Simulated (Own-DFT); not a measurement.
# A layer strained by its substrate: wurtzite GaN, 72 atoms (Ga36N36)

Source: density functional calculations with Own-DFT, an unreviewed in-house program that is no longer used. Nothing was measured or relaxed, and spin and spin-orbit coupling are left out.

Method: PBE; PseudoDojo norm-conserving scalar-relativistic files (stringent for Ga); cutoff 96 hartree; 4 x 4 x 3 k mesh centred on Gamma; Gaussian smearing of 0.01 eV.

Limits: forces not confirmed at this smearing and k mesh; stress not checked against mesh or cutoff.

Unstrained cell vectors in Å: (9.567, 0.000, 0.000); (-4.784, 8.285, 0.000); (0.000, 0.000, 10.370). The unstrained cell has measured lattice constants (interpolated for alloys), not those of this functional. That, the random moves and any unrelaxed bonds set the pressure at no strain. Each run strains x and y alike by e, as a substrate would, and holds the height along z. Each coordinate of each atom was shifted by a normal deviate of width 0.05 Å. Stress is positive in tension.

```
e (%)  u (Å)  (s_xx + s_yy)/2 (GPa)  s_zz (GPa)
-3.00  0.050                 -25.44      -13.40
-2.50  0.050                      ?           ?
-1.00  0.052                 -13.11       -8.32
 0.50  0.049                  -4.52       -5.76
 0.75  0.051                  -3.19       -6.02
 1.75  0.053                   0.92       -4.18
 2.00  0.054                   1.74       -3.56
 2.25  0.047                   4.08       -4.02
 2.75  0.050                   5.65       -3.53
 3.00  0.051                   6.05       -2.95
```

## Analysis

With e as a fraction, the in-plane stress is -7.3 + 531 e - 2544 e² GPa (errors 8 and 463, scatter 0.46), and s_zz is -6.7 + 170 e - 1708 e² GPa (slope ± 6, scatter 0.34). At e = 0 the first slope is C11 + C12 and the second 2 C13, both with the ions held to the strained lattice and at the cell's own pressure. The term in e² is negative: the layer stiffens under compression and softens under tension. A free layer would change its height as e changes, and the in-plane slope would drop by 2 C13²/C33 to the biaxial modulus. At fixed height, a misfit of 1 % moves the in-plane stress by about 5.3 GPa and s_zz by 1.7 GPa.

## The run left out

Asked: what are the two stresses at e = -2.50 %?

The fit gives -22.1 and -12.0 GPa. Computed: -21.45 and -13.04 GPa. This run lies off the fit, by chance or by something that the fit leaves out.
